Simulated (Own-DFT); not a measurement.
# Same atoms, different arrangement: C34N2Si36, 72 atoms

All numbers below are calculated, not measured. The program, named Own-DFT, is a retired in-house plane-wave density functional code that no person has reviewed. Each row is one single-point run on a periodic cell that was not relaxed, without spin or spin-orbit coupling.

Settings of every run: PBE; PseudoDojo norm-conserving scalar-relativistic files; cutoff 42 hartree; 4 x 4 x 3 k mesh centred on Gamma; Fermi-Dirac smearing of 0.1 eV.

Known limits: not probed for a lower state with spin; forces on such cells passed a denser k mesh, each cell not checked; stress not checked against mesh or cutoff.

All cells hold the same atoms in the same cell, with vectors in Å (9.248, 0.000, 0.000); (-4.624, 8.009, 0.000); (0.000, 0.000, 10.068). Every atom was moved at random from its ideal site; u is the rms move along one axis. The defect's site can differ from row to row. E is the free energy of the cell above the lowest run. The arrangements:

- A: 4H SiC, with two N on a C site each, 3.1 Å apart
- B: 2H SiC, with two N on a C site each, 3.1 Å apart

```
arrangement,u (Å),E (eV),P (GPa)
A,0.0273,0.000,2.52
A,0.0290,0.435,2.60
A,0.0313,0.711,2.78
A,0.0513,4.787,4.07
A,0.0528,5.957,4.51
A,0.0528,5.095,4.49
B,0.0280,1.072,2.74
B,0.0291,1.289,2.76
B,0.0301,1.441,2.94
B,0.0476,5.679,4.46
B,0.0504,5.648,4.22
B,0.0511,6.294,4.60
```

Question: once the cost of the random moves is taken out, how do the arrangements rank?

## Worked answer

Fit E = a + b u², with one b for all and one a for each arrangement, and with residuals divided by u², since the noise grows with the moves. Then b = 2718 eV/Å², the scatter at u = 0.04 Å is 0.22 eV, and against A:

- B: 0.96 ± 0.09 eV (higher)

These are energies of unrelaxed cells. Relaxing the atoms lowers the strained arrangements most, so the gaps would shrink and small ones could change sign.
